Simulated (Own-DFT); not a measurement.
## Calculated data, Hf36O71 (tetragonal hafnia with one neutral oxygen vacancy, atoms displaced)

Computed with Own-DFT development build. A calculation, not a measurement: plane-wave PBE and HSE06 DFT by an unreviewed code, no spin, of a simulated cell at Gamma alone, so results move with cell size and shape, stress positive in tension, energies less offsets, not probed for a lower state with spin; hafnium file: forces about 75 meV/angstrom off all-electron values; oxygen file: force components 24 meV/angstrom off all-electron in a glass; k mesh not checked against a denser one; forces and stress are PBE's, HSE06 gives the energy alone, and its difference from PBE has offsets of its own; offsets are fitted by least squares, one for each functional and potential file, so energies compare only between cells with the same atoms and settings and are not formation energies; the far tail of each file's local potential was reset to the Coulomb form; each entry is a single point on an unrelaxed cell, so the pressure reflects the starting lattice, taken from the Materials Project, from which strain is counted, and rises with the displacements; printed positions are rounded, which can move forces by about a meV/angstrom; the program is a retired in-house code; no spin-orbit coupling.

### Hf36O71 (tetragonal hafnia with one neutral oxygen vacancy, atoms displaced)

```
Hf36O71
1.0
     10.7800     0.0000     0.0000
      0.0000    10.7800     0.0000
      0.0000     0.0000    10.4493
Hf O Hf O Hf O Hf O Hf O Hf O Hf O Hf O Hf O Hf O Hf O Hf O Hf O Hf O Hf O Hf O Hf O Hf O
2 4 2 4 2 4 2 4 2 3 2 4 2 4 2 4 2 4 2 4 2 4 2 4 2 4 2 4 2 4 2 4 2 4 2 4
Direct
  0.99522 0.00608 0.00069
  0.16468 0.16244 0.24881
  0.00818 0.16387 0.15319
  0.17032 0.98756 0.34962
  0.99816 0.15633 0.40442
  0.15917 0.99994 0.09261
  0.00077 0.00321 0.49375
  0.15518 0.16794 0.74956
  0.99306 0.16412 0.64811
  0.16386 0.99927 0.84414
  0.00116 0.16568 0.90095
  0.16939 0.00016 0.60305
  0.00203 0.33510 0.00506
  0.17060 0.50407 0.24867
  0.01168 0.50329 0.14459
  0.16943 0.33565 0.35020
  0.00573 0.49762 0.40508
  0.16545 0.32901 0.09165
  0.00243 0.33528 0.49900
  0.15987 0.50313 0.75077
  0.99488 0.49761 0.65311
  0.16563 0.33476 0.84672
  0.98320 0.48983 0.90459
  0.15786 0.32178 0.58594
  0.99420 0.66605 0.99865
  0.17304 0.83873 0.24960
  0.16241 0.66843 0.34079
  0.99654 0.83261 0.40151
  0.17123 0.65924 0.10479
  0.00645 0.66673 0.50060
  0.16551 0.83148 0.74763
  0.00105 0.82330 0.65291
  0.16327 0.66883 0.84555
  0.00304 0.82627 0.90562
  0.16422 0.67203 0.59631
  0.32728 0.00538 0.99757
  0.50006 0.16128 0.25411
  0.33225 0.17076 0.15355
  0.50040 0.00474 0.35782
  0.33818 0.17122 0.40213
  0.50020 0.00177 0.09885
  0.33711 0.00335 0.49866
  0.50494 0.16400 0.75742
  0.33633 0.16709 0.65553
  0.49790 0.00014 0.85166
  0.33115 0.16520 0.90691
  0.50444 0.99214 0.59908
  0.32790 0.33859 0.99878
  0.50526 0.50583 0.25124
  0.33769 0.49440 0.13983
  0.50787 0.33356 0.34920
  0.33189 0.49071 0.39823
  0.50938 0.33683 0.09267
  0.33025 0.33556 0.49587
  0.49965 0.49976 0.74693
  0.34067 0.49942 0.65153
  0.50184 0.33163 0.84202
  0.33996 0.50684 0.90828
  0.50801 0.33681 0.60510
  0.33622 0.66515 0.99737
  0.49408 0.84301 0.24421
  0.33848 0.83642 0.15471
  0.50970 0.66376 0.34728
  0.32114 0.82979 0.40039
  0.48609 0.66234 0.09885
  0.33282 0.67090 0.50183
  0.49896 0.82992 0.74787
  0.33191 0.84038 0.65180
  0.49628 0.66908 0.85027
  0.32831 0.83511 0.89754
  0.49623 0.66134 0.59848
  0.66416 0.99611 0.99798
  0.83571 0.16724 0.24976
  0.66763 0.16043 0.15269
  0.83104 0.00045 0.35078
  0.66965 0.16611 0.39634
  0.83181 0.00223 0.08920
  0.67017 0.99426 0.49763
  0.83917 0.16567 0.74488
  0.66373 0.17096 0.65323
  0.82897 0.00098 0.85157
  0.66681 0.16957 0.90249
  0.82839 0.99912 0.59814
  0.65840 0.33133 0.00422
  0.83319 0.50215 0.24521
  0.65803 0.50058 0.14750
  0.83163 0.33988 0.34593
  0.67020 0.49863 0.40400
  0.83173 0.32904 0.09649
  0.67343 0.33460 0.49557
  0.82837 0.49691 0.75393
  0.66547 0.50721 0.65508
  0.83215 0.34063 0.84751
  0.67083 0.49192 0.90420
  0.82899 0.32955 0.59392
  0.65928 0.67634 0.99966
  0.83250 0.83572 0.25560
  0.66417 0.83769 0.14896
  0.83694 0.67365 0.35737
  0.67012 0.83502 0.39946
  0.83378 0.66125 0.09906
  0.67303 0.67414 0.50048
  0.83168 0.83053 0.75644
  0.66802 0.83400 0.64481
  0.83467 0.66349 0.84878
  0.66552 0.83821 0.90308
  0.83094 0.66997 0.60135
```

- first functional: PBE
- second functional: HSE06
- exact exchange share: 0.25
- screening: 0.11 1/bohr
- exchange divergence: Gygi-Baldereschi
- potential files: PseudoDojo norm-conserving, scalar-relativistic, made for PBE, standard set
- wave cutoff: 48 hartree
- occupations: fixed
- k mesh: 1 x 1 x 1 centred on Gamma
- PBE energy of cell above offsets: -96.534 eV
- HSE06 less PBE above offsets: 0.054 eV
- PBE pressure: 2.39 GPa
- PBE stress xx: -2.15 GPa
- PBE stress yy: -2.49 GPa
- PBE stress zz: -2.52 GPa
- PBE stress yz: 1.07 GPa
- PBE stress xz: -0.45 GPa
- PBE stress xy: -0.03 GPa

Force:
```csv
element,x (eV/Å),y (eV/Å),z (eV/Å)
Hf,0.094,-1.64,-0.831
Hf,1.524,0.82,0.711
O,-1.733,0.124,-0.171
O,-0.16,3.483,0.388
O,0.356,2.69,-1.511
O,1.245,-0.488,1.074
Hf,-0.144,-2.634,2.211
Hf,2.172,-1.037,-0.421
O,1.356,-0.133,-0.319
O,-0.219,0.393,0.28
O,-0.044,0.931,-0.415
O,-0.926,0.389,-1.294
Hf,-1.556,-0.123,-0.778
Hf,0.726,0.032,-0.415
O,-1.991,-0.788,0.971
O,-0.692,-1.428,-1.124
O,-0.23,0.636,-0.524
O,0.381,-0.117,0.959
Hf,-1.954,0.019,-0.806
Hf,0.651,0.03,-0.109
O,1.27,0.013,-0.157
O,0.261,0.779,-0.367
O,1.655,1.965,-0.364
O,1.833,0.325,1.937
Hf,1.192,-0.94,0.642
Hf,-1.594,-2.51,-1.214
O,0.133,-0.107,1.133
O,0.18,0.534,-0.144
O,-0.157,1.125,-1.429
Hf,-2.271,0.516,-0.405
Hf,0.119,1.207,0.388
O,-0.815,0.621,0.407
O,-0.156,-1.765,0.019
O,-0.616,1.753,0.343
O,1.636,-0.822,0.369
Hf,0.581,-0.74,-0.594
Hf,0.789,2.116,-0.387
O,-0.172,-0.53,0.276
O,-0.598,-1.515,-0.849
O,-0.482,-1.102,-0.175
O,-0.891,-0.195,0.603
Hf,0.041,0.234,1.803
Hf,-0.113,1.052,-1.445
O,-0.723,-0.149,0.06
O,0.182,-1.092,0.077
O,-0.222,0.737,-0.118
O,-0.576,0.106,-0.272
Hf,1.782,-0.216,0.164
Hf,-1.098,-1.772,0.1
O,-0.592,-0.44,1.749
O,-0.467,-0.135,-0.723
O,-0.032,2.766,-0.123
O,-3.884,-0.73,1.344
Hf,1.844,-0.811,1.487
Hf,1.212,-1.316,0.133
O,-3.322,-0.121,-0.086
O,-0.681,0.456,1.122
O,-0.643,-1.563,-1.831
O,-0.91,0.271,-1.539
Hf,-2.012,0.909,0.071
Hf,1.667,-0.878,1.249
O,-1.385,0.536,-0.748
O,-0.782,1.833,0.042
O,1.417,0.374,0.183
O,2.975,0.918,0.508
Hf,0.559,-1.162,-0.238
Hf,-0.462,1.31,-0.466
O,0.484,-0.961,-0.481
O,0.967,0.22,0.149
O,0.192,-0.015,0.638
O,0.262,1.144,-0.184
Hf,-0.024,2.836,0.208
Hf,-1.558,0.516,-0.197
O,0.103,-0.001,0.453
O,0.324,-0.079,-0.762
O,0.399,-0.284,0.446
O,0.28,-0.281,1.51
Hf,-0.611,1.631,0.819
Hf,-3.334,0.927,1.217
O,1.017,-0.764,0.058
O,0.583,-0.428,-0.792
O,-0.265,-1.11,0.221
O,1.572,0.041,0.13
Hf,2.559,-0.136,-2.047
Hf,-0.286,0.399,0.13
O,2.22,0.778,0.667
O,0.765,-1.049,-0.585
O,0.419,1.367,-0.584
O,0.745,0.238,0.93
Hf,-2.499,-0.748,0.521
Hf,-0.763,0.078,-0.166
O,0.354,0.186,-0.22
O,0.364,-3.017,-0.693
O,-0.59,2.471,0.123
O,1.775,0.13,0.502
Hf,0.166,-2.626,0.267
Hf,0.881,-0.356,-0.371
O,-0.036,-0.735,0.014
O,-0.394,-1.306,-1.322
O,-0.281,-0.031,-0.557
O,-0.961,0.578,0.217
Hf,-0.506,-1.548,0.333
Hf,0.742,0.046,-1.425
O,-0.281,-0.564,1.137
O,-0.467,1.072,0.64
O,0.13,-1.629,-1.125
O,1.021,0.005,-0.228
```
